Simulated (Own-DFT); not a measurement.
# One host, several defects: C40 NbSi2

Calculated, not measured: single-point runs of Own-DFT, a retired in-house plane-wave DFT program that no person has reviewed, on unrelaxed cells, without spin or spin-orbit coupling.

Common settings: PBE; PseudoDojo norm-conserving scalar-relativistic files; cutoff 42 hartree; 4 x 4 x 5 k mesh centred on Gamma; cold (Marzari-Vanderbilt) smearing of 0.2 eV.

Caveats: forces on such cells failed a check on a denser k mesh; stress not checked against mesh or cutoff.

All runs share one cell, with vectors in Å (0.000, 8.324, 0.000); (-9.613, 0.000, 0.000); (0.000, 0.000, 6.586) and a volume of 527.0 Å³. u is the rms random offset of the atoms per axis. The defect's site can differ from row to row.

| cell | formula | u (Å) | P (GPa) |
|---|---|---|---|
| no defect | Nb12Si24 | 0.0184 | 1.46 |
| no defect | Nb12Si24 | 0.0477 | 2.56 |
| no defect | Nb12Si24 | 0.0506 | 2.77 |
| two Nb vacancies | Nb10Si24 | 0.0303 | ? |
| two Nb vacancies | Nb10Si24 | 0.0313 | -0.17 |
| two Nb vacancies | Nb10Si24 | 0.0505 | 0.71 |
| two Nb vacancies | Nb10Si24 | 0.0523 | 1.16 |
| two Nb on a Si site each | Nb14Si22 | 0.0300 | 7.58 |
| two Nb on a Si site each | Nb14Si22 | 0.0304 | 7.40 |
| two Nb on a Si site each | Nb14Si22 | 0.0477 | 8.25 |
| one Si vacancy | Nb12Si23 | 0.0274 | 0.94 |
| one Si vacancy | Nb12Si23 | 0.0505 | 1.94 |
| one Si vacancy | Nb12Si23 | 0.0520 | 1.76 |
| two Si on a Nb site each | Nb10Si26 | 0.0294 | 1.59 |
| two Si on a Nb site each | Nb10Si26 | 0.0295 | 1.69 |
| two Si on a Nb site each | Nb10Si26 | 0.0490 | 2.66 |

## Working it out

P = P0 + c u² + a shift for each defect gives P0 = 1.26 GPa, c = 585 ± 43 GPa/Å² and a scatter of 0.14 GPa. The shifts, and each times the cell's volume:

- two Nb on a Si site each: 5.69 ± 0.11 GPa, 18.7 eV (9.4 eV for each of its 2 sites)
- two Si on a Nb site each: -0.08 ± 0.11 GPa, -0.3 eV (-0.1 eV for each of its 2 sites) (not resolved)
- one Si vacancy: -0.89 ± 0.11 GPa, -2.9 eV
- two Nb vacancies: -1.91 ± 0.11 GPa, -6.3 eV (-3.1 eV for each of its 2 sites)

Against the defect-free cell, a freed cell would be larger where the shift is positive and smaller where it is negative (160.2 GPa Å³ is 1 eV). The atoms around the defects weren't relaxed, which would change these numbers.

## Check

Question: what pressure belongs in the blank (two Nb vacancies, u = 0.0303 Å)?

From the fit: -0.12 ± 0.17 GPa. The calculation gave -0.09 GPa.
